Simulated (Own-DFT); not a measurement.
# Computed records: Si4SnGe11 (diamond-structure random alloy, atoms displaced)

Computed with Own-DFT development build. A calculation, not a measurement: plane-wave density functional theory by an unreviewed code, no spin, of a simulated periodic cell, stress positive in tension, run twice, with PBE and with PBEsol, both on files made for PBE, so the change isn't that of files made for PBEsol, forces on such cells moved up to 12 meV/angstrom on a denser k mesh; the far tail of each file's local potential was reset to the Coulomb form; each entry is a single point on an unrelaxed cell, so the pressure reflects the starting lattice, mostly measured values (interpolated for alloys), from which strain is counted, and rises with the displacements; printed positions are rounded, which can move forces by about a meV/angstrom; the program, named Own-DFT, is a retired in-house code; no spin-orbit coupling; stress was not checked against mesh or cutoff.

Settings shared by all entries: functional PBE, then PBEsol; potential files PseudoDojo norm-conserving, scalar-relativistic, standard set; wave cutoff 49 hartree; occupations Fermi-Dirac; smearing width 0.1 eV; k mesh 3 x 3 x 3 centred on Gamma.

(1) Si4SnGe11 (diamond-structure random alloy, atoms displaced)

```xyz
64
Lattice="11.3064 0.0000 0.0000 0.0000 11.3064 0.0000 0.0000 0.0000 11.3064" Properties=species:S:1:pos:R:3 Si4SnGe11
Ge    11.2374    11.2675     0.0524
Sn    11.2515     2.7914     2.8906
Si     2.8427     0.1900     2.7527
Ge     2.7412     2.9491     0.1181
Ge     1.3270     1.4195     1.4819
Ge     1.3928     4.2091     4.2348
Si     4.1682     1.4241     4.2881
Ge     4.4215     4.2524     1.4397
Ge    11.2573     0.0924     5.5644
Ge    11.1725     2.8644     8.5794
Sn     2.9476    11.3008     8.4026
Ge     2.8455     2.8207     5.6565
Ge     1.5015     1.3936     7.0958
Si     1.4977     4.0153     9.9263
Si     4.3066     1.4593     9.7639
Si     4.3571     4.2287     7.0638
Sn    11.2860     5.5098    11.1209
Ge     0.0816     8.4580     2.8604
Ge     2.8080     5.6267     2.8043
Ge     2.7956     8.6499    11.1756
Si     1.2927     6.9236     1.4244
Ge     1.4813     9.9202     4.2082
Si     4.2751     7.0732     4.3505
Ge     4.1435     9.8020     1.3247
Ge    11.1168     5.6695     5.6598
Ge     0.0618     8.3660     8.6392
Ge     2.8254     5.7015     8.4901
Ge     2.9764     8.4884     5.6940
Ge     1.3182     7.0869     7.0808
Ge     1.3813     9.9997     9.7688
Ge     4.3129     7.1713     9.9558
Si     4.2977     9.8886     7.0850
Ge     5.5465    11.2716     0.0350
Si     5.6259     2.9173     2.7378
Si     8.4938     0.0539     2.8211
Si     8.5159     2.7325    11.2186
Ge     7.0134     1.3824     1.4324
Ge     7.0058     4.3180     4.2929
Si    10.0095     1.3592     4.3505
Ge    10.0050     4.3437     1.3292
Ge     5.6920    11.2334     5.6603
Si     5.7911     2.8400     8.4383
Si     8.4361    11.2799     8.3940
Ge     8.4524     2.8007     5.5080
Ge     7.0476     1.2539     7.0603
Ge     7.1689     4.2249     9.8259
Ge     9.8715     1.3154    10.1171
Ge     9.9715     4.2110     7.0890
Ge     5.6438     5.6036     0.0080
Ge     5.6883     8.5415     2.9090
Ge     8.4533     5.6359     2.9634
Ge     8.3997     8.5517     0.0852
Ge     6.9267     7.0057     1.4083
Sn     7.0787     9.9271     4.2238
Ge    10.0169     6.9790     4.3051
Ge     9.9576    10.1056     1.3587
Ge     5.7119     5.6317     5.7964
Ge     5.7039     8.3944     8.4757
Ge     8.4100     5.6937     8.3578
Ge     8.5852     8.4535     5.7926
Si     7.0999     7.1128     7.0542
Si     6.9994     9.8014     9.8640
Ge     9.8789     7.0323     9.9925
Ge     9.8278     9.6912     6.9857
```

* PBE pressure: 5.31 GPa
* PBE stress xx: -5.2 GPa
* PBE stress yy: -5.35 GPa
* PBE stress zz: -5.39 GPa
* PBE stress yz: 0.86 GPa
* PBE stress xz: -0.53 GPa
* PBE stress xy: 0.08 GPa
* PBEsol pressure: 2.64 GPa
* PBEsol stress xx: -2.53 GPa
* PBEsol stress yy: -2.67 GPa
* PBEsol stress zz: -2.71 GPa
* PBEsol stress yz: 0.82 GPa
* PBEsol stress xz: -0.52 GPa
* PBEsol stress xy: 0.09 GPa
* rms change of force components from PBE to PBEsol: 0.061 eV/Å

Force:
```csv
force element,PBE force x (eV/Å),PBE force y (eV/Å),PBE force z (eV/Å),PBEsol force x (eV/Å),PBEsol force y (eV/Å),PBEsol force z (eV/Å)
Ge,3.393,1.052,-1.495,3.259,1.035,-1.444
Sn,-0.94,0.795,-0.402,-0.844,0.827,-0.445
Si,0.421,-1.766,0.534,0.36,-1.766,0.473
Ge,1.897,-1.941,0.204,1.852,-1.898,0.269
Ge,1.418,-0.874,-1.704,1.334,-0.808,-1.68
Ge,1.022,1.471,1.44,0.996,1.411,1.38
Si,1.1,0.132,-0.974,1.085,0.144,-0.872
Ge,-2.537,0.46,-0.288,-2.509,0.504,-0.336
Ge,1.862,-2.612,2.298,1.878,-2.589,2.27
Ge,1.54,-1.621,0.421,1.468,-1.578,0.38
Sn,0.098,0.187,0.783,-0.017,0.19,0.763
Ge,0.295,0.732,0.354,0.212,0.705,0.349
Ge,-2.616,1.647,-1.192,-2.523,1.595,-1.18
Si,0.063,1.313,-2.449,0.057,1.279,-2.4
Si,0.811,1.608,2.127,0.762,1.531,2.12
Si,-0.905,-0.507,0.95,-0.923,-0.458,0.891
Sn,2.831,0.798,-0.496,2.655,0.79,-0.461
Ge,-0.401,0.14,-0.684,-0.401,0.164,-0.612
Ge,0.667,0.648,0.478,0.646,0.565,0.472
Ge,-1.381,-2.07,0.562,-1.287,-1.971,0.525
Si,1.463,1.542,-0.198,1.428,1.501,-0.183
Ge,0.641,0.676,0.024,0.581,0.628,0.04
Si,0.234,-0.645,-0.937,0.233,-0.63,-0.919
Ge,0.536,1.434,2.145,0.548,1.383,2.025
Ge,3.329,-1.564,1.297,3.212,-1.503,1.252
Ge,-1.111,0.779,-0.909,-1.072,0.747,-0.895
Ge,0.349,-1.022,0.188,0.333,-0.934,0.181
Ge,-1.21,0.151,0.179,-1.238,0.156,0.174
Ge,0.913,-0.367,-0.651,0.881,-0.355,-0.599
Ge,-1.018,-0.526,1.365,-0.972,-0.544,1.339
Ge,-0.951,-1.009,-0.227,-0.92,-0.968,-0.236
Si,1.677,-1.878,-1.133,1.65,-1.849,-1.117
Ge,0.566,0.111,-1.242,0.544,0.093,-1.142
Si,0.889,-1.871,2.33,0.897,-1.804,2.251
Si,1.413,1.279,-0.169,1.358,1.231,-0.205
Si,-0.983,1.463,1.862,-0.957,1.435,1.822
Ge,0.467,0.671,-0.299,0.423,0.617,-0.327
Ge,-0.26,-1.107,-0.766,-0.202,-1.035,-0.712
Si,-3.776,0.416,-1.451,-3.674,0.433,-1.391
Ge,-4.118,-2.346,2.296,-3.966,-2.273,2.251
Ge,-2.518,1.465,0.74,-2.369,1.426,0.727
Si,-0.913,-0.348,-0.166,-0.813,-0.337,-0.168
Si,0.724,-1.377,1.464,0.728,-1.322,1.394
Ge,0.372,-0.606,1.369,0.33,-0.546,1.351
Ge,0.428,1.91,-0.075,0.396,1.841,-0.145
Ge,-0.301,-0.325,0.432,-0.28,-0.25,0.405
Ge,-0.736,0.107,-3.073,-0.635,0.079,-2.977
Ge,-2.009,-0.103,-0.428,-1.947,-0.08,-0.411
Ge,0.535,0.199,-1.426,0.513,0.211,-1.355
Ge,-2.596,-2.318,-1.86,-2.494,-2.233,-1.835
Ge,0.483,0.571,-1.606,0.465,0.553,-1.54
Ge,0.303,-0.217,-0.275,0.32,-0.244,-0.252
Ge,1.35,0.659,1.107,1.309,0.643,1.076
Sn,2.526,-0.377,0.462,2.397,-0.404,0.49
Ge,-2.287,2.326,-1.823,-2.218,2.229,-1.746
Ge,-2.381,-3.186,2.738,-2.274,-3.097,2.604
Ge,-0.516,1.083,-0.589,-0.456,1.024,-0.624
Ge,-0.043,0.83,-0.58,-0.091,0.775,-0.52
Ge,1.135,0.045,0.678,1.138,-0.002,0.703
Ge,-2.318,-2.818,-3.007,-2.196,-2.693,-2.922
Si,-0.25,-0.191,-0.097,-0.24,-0.191,-0.093
Si,0.669,1.396,0.054,0.625,1.329,0.084
Ge,-2.521,1.784,-1.589,-2.424,1.728,-1.56
Ge,3.175,3.711,3.382,3.07,3.559,3.242
```

(2) Si4SnGe11 (diamond-structure random alloy, atoms displaced)

```xyz
64
Lattice="11.3064 0.0000 0.0000 0.0000 11.3064 0.0000 0.0000 0.0000 11.3064" Properties=species:S:1:pos:R:3 Si4SnGe11
Si     0.0315     0.1339    11.2340
Ge    11.2419     2.9020     2.9353
Ge     2.8472    11.2275     2.8543
Ge     2.7945     2.7257     0.0194
Si     1.3531     1.4527     1.4705
Ge     1.4541     4.4009     4.3095
Ge     4.1817     1.4564     4.1213
Si     4.1757     4.1928     1.3820
Ge    11.1865    11.2002     5.5217
Si    11.2318     2.8240     8.4811
Ge     2.9678    11.2839     8.5163
Ge     2.8598     2.9058     5.5499
Ge     1.4260     1.3233     7.0158
Ge     1.4323     4.2502     9.8618
Si     4.2384     1.4749     9.8423
Ge     4.2010     4.1782     7.0942
Ge     0.0280     5.7099    11.2468
Ge     0.0324     8.5647     2.8097
Ge     2.7998     5.6705     2.8326
Si     2.8271     8.4297     0.0054
Ge     1.3197     7.0919     1.4230
Si     1.2863    10.0134     4.2066
Sn     4.3385     7.0567     4.3089
Ge     4.2748     9.9287     1.3901
Ge     0.0432     5.5705     5.7252
Ge    11.1511     8.5248     8.4836
Ge     2.6989     5.6333     8.4589
Sn     2.7823     8.4550     5.7322
Si     1.4483     7.1893     7.0789
Ge     1.3007     9.8797     9.8964
Ge     4.3718     7.1042     9.8350
Ge     4.3048     9.8485     7.0809
Ge     5.6986    11.2576     0.0709
Sn     5.5938     2.7932     2.9016
Ge     8.3357    11.2831     2.8514
Ge     8.5378     2.8734     0.0005
Si     7.0801     1.3689     1.4879
Si     7.0506     4.2988     4.1590
Ge     9.9272     1.4470     4.0759
Ge     9.8786     4.2014     1.3923
Ge     5.6517     0.1196     5.5720
Ge     5.6058     2.8139     8.4255
Ge     8.4603     0.0403     8.5290
Si     8.5449     2.7921     5.7157
Si     7.1231     1.4718     7.0328
Ge     7.1094     4.1906    10.0027
Ge     9.8340     1.4060     9.9081
Ge     9.9334     4.2364     6.9144
Si     5.6070     5.7311    11.2875
Ge     5.5589     8.4962     2.8213
Ge     8.4990     5.5500     3.0405
Si     8.4266     8.4753    11.2592
Ge     6.9516     7.1143     1.3737
Sn     7.0524     9.9684     4.2807
Ge     9.9101     7.1161     4.2058
Ge     9.5900     9.9305     1.4557
Ge     5.7312     5.7226     5.7043
Ge     5.8174     8.3872     8.4647
Si     8.6192     5.7178     8.2777
Ge     8.4779     8.4439     5.5893
Ge     7.0455     7.0162     7.1016
Si     6.9922     9.9513     9.9150
Ge     9.8753     6.9978     9.9790
Ge     9.9013     9.8544     6.9922
```

- PBE pressure: 4.83 GPa
- PBE stress xx: -4.95 GPa
- PBE stress yy: -4.83 GPa
- PBE stress zz: -4.71 GPa
- PBE stress yz: 0.45 GPa
- PBE stress xz: 1.12 GPa
- PBE stress xy: -0.64 GPa
- PBEsol pressure: 2.15 GPa
- PBEsol stress xx: -2.27 GPa
- PBEsol stress yy: -2.15 GPa
- PBEsol stress zz: -2.03 GPa
- PBEsol stress yz: 0.45 GPa
- PBEsol stress xz: 1.09 GPa
- PBEsol stress xy: -0.63 GPa
- rms change of force components from PBE to PBEsol: 0.055 eV/Å

Force:
```csv
force element,PBE force x (eV/Å),PBE force y (eV/Å),PBE force z (eV/Å),PBEsol force x (eV/Å),PBEsol force y (eV/Å),PBEsol force z (eV/Å)
Si,-0.6,-0.797,1.365,-0.621,-0.81,1.283
Ge,1.977,0.822,-1.349,1.873,0.804,-1.287
Ge,-1.114,0.69,-0.75,-1.001,0.69,-0.733
Ge,0.115,0.559,-0.088,0.086,0.576,-0.115
Si,-0.04,-0.536,0.08,-0.003,-0.48,0.12
Ge,-0.213,-1.243,-0.83,-0.207,-1.201,-0.791
Ge,-2.112,-2.161,2.693,-2.044,-2.1,2.623
Si,-0.306,1.377,-0.938,-0.341,1.318,-0.892
Ge,0.298,1.732,0.698,0.245,1.706,0.714
Si,0.516,-0.142,-0.413,0.506,-0.136,-0.4
Ge,-1.066,-0.165,0.099,-1.061,-0.2,0.046
Ge,-0.616,-0.999,0.696,-0.588,-0.962,0.669
Ge,-0.247,0.59,0.086,-0.212,0.556,0.063
Ge,-0.851,-1.148,0.393,-0.795,-1.067,0.401
Si,0.425,-0.765,0.868,0.406,-0.74,0.841
Ge,0.055,1.215,-0.527,0.048,1.17,-0.512
Ge,0.118,-1.253,0.91,0.113,-1.204,0.879
Ge,-1.151,0.465,-0.346,-1.152,0.396,-0.357
Ge,0.056,-0.448,-1.383,0.012,-0.42,-1.292
Si,-0.029,0.506,-0.309,-0.026,0.494,-0.302
Ge,1.206,0.155,-0.222,1.135,0.123,-0.186
Si,1.233,-1.132,-0.364,1.202,-1.107,-0.36
Sn,-0.861,-0.858,-1.406,-0.837,-0.826,-1.365
Ge,-1.279,-1.046,-0.185,-1.197,-0.986,-0.135
Ge,0.383,2.832,-0.33,0.352,2.694,-0.35
Ge,1.176,-0.982,0.223,1.128,-0.917,0.234
Ge,1.362,1.108,-0.427,1.343,1.02,-0.385
Sn,-0.648,2.853,-1.616,-0.522,2.801,-1.592
Si,-3.164,-2.68,2.479,-3.111,-2.639,2.439
Ge,1.136,0.244,0.296,1.094,0.226,0.225
Ge,-1.808,-0.539,0.372,-1.737,-0.504,0.298
Ge,1.431,1.195,0.683,1.373,1.161,0.666
Ge,-0.225,1.634,-0.845,-0.262,1.545,-0.771
Sn,1.787,1.814,-2.436,1.681,1.709,-2.326
Ge,1.871,2.552,-1.232,1.864,2.421,-1.174
Ge,-0.832,-1.593,0.812,-0.781,-1.516,0.754
Si,0.5,0.343,-1.591,0.496,0.325,-1.555
Si,0.294,-0.779,3.26,0.265,-0.735,3.176
Ge,-1.756,-1.01,1.84,-1.675,-0.998,1.765
Ge,0.465,1.233,0.629,0.444,1.179,0.615
Ge,-1.307,1.098,2.175,-1.29,1.028,2.071
Ge,1.226,-0.192,0.754,1.175,-0.131,0.719
Ge,-0.62,-0.649,-0.92,-0.545,-0.613,-0.88
Si,-0.877,0.178,-1.762,-0.779,0.2,-1.751
Si,-0.413,-0.241,0.27,-0.457,-0.283,0.312
Ge,-0.76,1.566,-1.73,-0.716,1.463,-1.667
Ge,0.977,0.629,-0.222,0.873,0.619,-0.221
Ge,-0.455,-0.937,1.825,-0.384,-0.855,1.726
Si,0.04,-1.473,0.535,0.074,-1.403,0.498
Ge,1.19,0.828,-1.608,1.164,0.803,-1.571
Ge,0.475,1.401,-2.661,0.525,1.403,-2.613
Si,-0.757,0.143,-0.037,-0.71,0.103,0.007
Ge,1.03,-0.507,0.429,0.973,-0.46,0.464
Sn,-1.067,-2.052,0.323,-1.036,-1.983,0.301
Ge,0.905,-0.676,0.509,0.856,-0.655,0.497
Ge,2.615,-0.453,-1.421,2.525,-0.417,-1.308
Ge,0.627,-3.068,0.71,0.589,-2.926,0.715
Ge,-0.812,2.019,0.565,-0.826,1.908,0.51
Si,-0.561,-0.959,1.768,-0.54,-0.933,1.723
Ge,0.296,-0.799,1.446,0.299,-0.767,1.402
Ge,1.993,0.173,-0.572,1.873,0.209,-0.594
Si,1.165,-0.996,-0.284,1.104,-0.943,-0.307
Ge,-1.098,0.943,-1.399,-0.992,0.912,-1.357
Ge,-1.297,0.379,0.413,-1.247,0.356,0.392
```

(3) Si4SnGe11 (diamond-structure random alloy, atoms displaced)

```xyz
64
Lattice="11.3064 0.0000 0.0000 0.0000 11.3064 0.0000 0.0000 0.0000 11.3064" Properties=species:S:1:pos:R:3 Si4SnGe11
Ge    11.2753    11.1490     0.0715
Sn     0.0644     2.9950     3.0027
Ge     2.8638     0.0304     2.6886
Si     2.8667     2.9283    11.2114
Sn     1.3548     1.2840     1.3074
Ge     1.3087     4.3590     4.2739
Ge     4.2864     1.4256     4.2220
Si     4.2185     4.2174     1.2489
Sn     0.0812    11.2171     5.6826
Ge     0.0761     2.8432     8.5814
Ge     2.8382    11.2674     8.3885
Ge     2.8256     2.7923     5.4340
Ge     1.3541     1.2489     7.1322
Si     1.3995     4.3046     9.8207
Si     4.2987     1.4220     9.9337
Ge     4.2113     4.2079     7.1920
Ge     0.0794     5.5676    11.2443
Ge     0.0788     8.4233     2.8555
Ge     2.9348     5.6980     2.7823
Ge     2.7612     8.4519     0.0344
Si     1.4590     7.1927     1.2990
Si     1.3259     9.7897     4.2885
Ge     4.1572     7.0673     4.3055
Ge     4.2337     9.8900     1.4273
Ge     0.1072     5.7102     5.6062
Si     0.0472     8.4820     8.3837
Ge     2.9106     5.6873     8.4966
Si     2.8227     8.5486     5.6374
Ge     1.4038     7.0846     6.9537
Ge     1.4833    10.0288     9.9950
Ge     4.0923     7.1104     9.9571
Ge     4.3670     9.8404     7.0729
Si     5.6240     0.1205    11.1982
Ge     5.5840     2.8711     2.8284
Ge     8.3265     0.0558     2.7695
Ge     8.4523     2.7070    11.2346
Ge     7.0998     1.4071     1.5472
Si     6.8331     4.3304     4.2176
Ge     9.9533     1.4707     4.2528
Ge     9.8849     4.3339     1.4229
Si     5.7298    11.2637     5.5399
Ge     5.5693     2.8725     8.3709
Ge     8.4222    11.2596     8.5511
Ge     8.4166     2.8179     5.6890
Sn     7.1208     1.3418     7.0235
Ge     7.0897     4.3153     9.9224
Ge     9.8084     1.3503     9.8978
Ge    10.0542     4.2597     7.0396
Ge     5.5959     5.6661    11.2710
Ge     5.5901     8.4097     2.8377
Ge     8.4834     5.5943     2.7336
Si     8.5754     8.5278    11.2517
Ge     7.0295     7.2177     1.3290
Si     7.1287     9.8972     4.0990
Ge     9.8054     7.0273     4.2108
Ge     9.9433     9.8545     1.4146
Si     5.7685     5.5850     5.5901
Si     5.5453     8.3632     8.4883
Ge     8.4816     5.6316     8.5590
Ge     8.4767     8.5396     5.6610
Si     7.0461     7.1384     7.1109
Ge     6.9603     9.8404    10.0458
Ge     9.8789     7.1327     9.8077
Ge     9.7558    10.0397     6.8888
```

- PBE pressure: 5.08 GPa
- PBE stress xx: -5.01 GPa
- PBE stress yy: -5.32 GPa
- PBE stress zz: -4.91 GPa
- PBE stress yz: -0.99 GPa
- PBE stress xz: 0.28 GPa
- PBE stress xy: -0.03 GPa
- PBEsol pressure: 2.41 GPa
- PBEsol stress xx: -2.34 GPa
- PBEsol stress yy: -2.64 GPa
- PBEsol stress zz: -2.26 GPa
- PBEsol stress yz: -0.96 GPa
- PBEsol stress xz: 0.26 GPa
- PBEsol stress xy: -0.04 GPa
- rms change of force components from PBE to PBEsol: 0.057 eV/Å

Force:
```csv
force element,PBE force x (eV/Å),PBE force y (eV/Å),PBE force z (eV/Å),PBEsol force x (eV/Å),PBEsol force y (eV/Å),PBEsol force z (eV/Å)
Ge,-1.864,0.219,-2.397,-1.789,0.202,-2.313
Sn,-2.011,-2.208,-3.58,-1.974,-2.149,-3.466
Ge,0.511,-1.461,2.78,0.52,-1.41,2.656
Si,-0.369,-0.676,-0.757,-0.411,-0.704,-0.736
Sn,0.988,3.33,0.137,0.947,3.182,0.17
Ge,4.782,1.953,1.094,4.629,1.893,1.077
Ge,0.082,-1.282,-0.431,0.041,-1.183,-0.46
Si,0.096,0.177,1.252,0.149,0.227,1.282
Sn,-0.878,0.925,-1.743,-0.92,0.958,-1.628
Ge,-0.646,-0.827,-0.606,-0.668,-0.842,-0.64
Ge,1.42,0.197,1.409,1.332,0.17,1.343
Ge,-0.777,0.62,2.429,-0.745,0.6,2.341
Ge,1.79,3.366,0.741,1.736,3.243,0.729
Si,1.559,-0.479,0.284,1.484,-0.429,0.242
Si,-1.165,1.047,-1.378,-1.169,1.055,-1.442
Ge,-0.562,0.821,-3.046,-0.543,0.775,-2.904
Ge,-0.617,1.807,0.494,-0.662,1.758,0.499
Ge,-0.654,-0.33,-0.384,-0.702,-0.315,-0.381
Ge,-1.174,-0.322,-0.915,-1.135,-0.29,-0.82
Ge,0.799,1.92,-0.388,0.832,1.91,-0.431
Si,-1.053,-2.418,1.541,-1.037,-2.366,1.511
Si,2.811,-0.487,-1.858,2.702,-0.451,-1.864
Ge,1.044,-0.256,0.562,1.014,-0.259,0.46
Ge,0.787,0,-0.99,0.719,-0.023,-0.925
Ge,-2.028,0.717,0.627,-1.948,0.677,0.606
Si,-0.513,1.042,0.251,-0.501,1.01,0.245
Ge,-1.755,0.122,-0.481,-1.664,0.133,-0.483
Si,-0.069,-0.094,0.173,-0.021,-0.137,0.213
Ge,1.149,0.776,1.259,1.104,0.688,1.199
Ge,-0.281,-1.708,-1.727,-0.257,-1.638,-1.64
Ge,1.221,-0.265,-0.427,1.148,-0.293,-0.386
Ge,-0.516,0.3,-0.891,-0.549,0.323,-0.838
Si,0.369,-0.79,2.058,0.437,-0.841,2.072
Ge,0.011,0.416,-0.803,0.014,0.324,-0.771
Ge,3.275,-1.487,1.401,3.195,-1.386,1.309
Ge,-0.243,1.397,1.364,-0.236,1.346,1.318
Ge,-2.181,1.571,-2.646,-2.08,1.532,-2.534
Si,2.946,-1.561,-1.247,2.948,-1.624,-1.32
Ge,-2.352,-0.82,0.325,-2.284,-0.774,0.332
Ge,0.125,-1.291,-1.673,0.124,-1.229,-1.604
Si,-0.679,-1.066,-0.685,-0.701,-1.007,-0.636
Ge,1.263,-1.059,2.497,1.234,-0.99,2.387
Ge,0.402,-1.473,0.702,0.402,-1.407,0.662
Ge,1.613,2.368,-2.022,1.604,2.25,-1.939
Sn,-1.676,-0.056,0.808,-1.582,-0.001,0.823
Ge,-0.905,-1.315,-0.272,-0.872,-1.261,-0.272
Ge,1.579,-0.32,-0.085,1.506,-0.308,-0.077
Ge,-1.104,-0.151,0.284,-1.069,-0.153,0.279
Ge,0.35,0.5,0.298,0.375,0.519,0.252
Ge,0.449,0.906,0.332,0.411,0.85,0.276
Ge,-2.109,1.129,0.848,-1.991,1.116,0.794
Si,-0.533,-0.202,0.46,-0.521,-0.197,0.448
Ge,0.722,-1.04,-0.025,0.649,-1.036,0.01
Si,-1.231,-0.725,0.955,-1.166,-0.744,0.895
Ge,0.525,0.029,0.11,0.529,0.031,0.103
Ge,-1.406,-0.601,1.16,-1.315,-0.545,1.128
Si,-2.083,2.245,2.57,-2.136,2.252,2.574
Si,0.886,0.348,0.572,0.816,0.381,0.608
Ge,0.38,0.649,-1.62,0.397,0.61,-1.523
Ge,-1.145,-0.691,-0.68,-1.039,-0.648,-0.657
Si,0.011,-1.069,-0.426,0.083,-1.051,-0.427
Ge,0.182,-0.227,-1.177,0.209,-0.192,-1.172
Ge,0.988,-0.088,0.28,0.943,-0.157,0.265
Ge,-0.539,-2.045,3.305,-0.546,-1.975,3.181
```
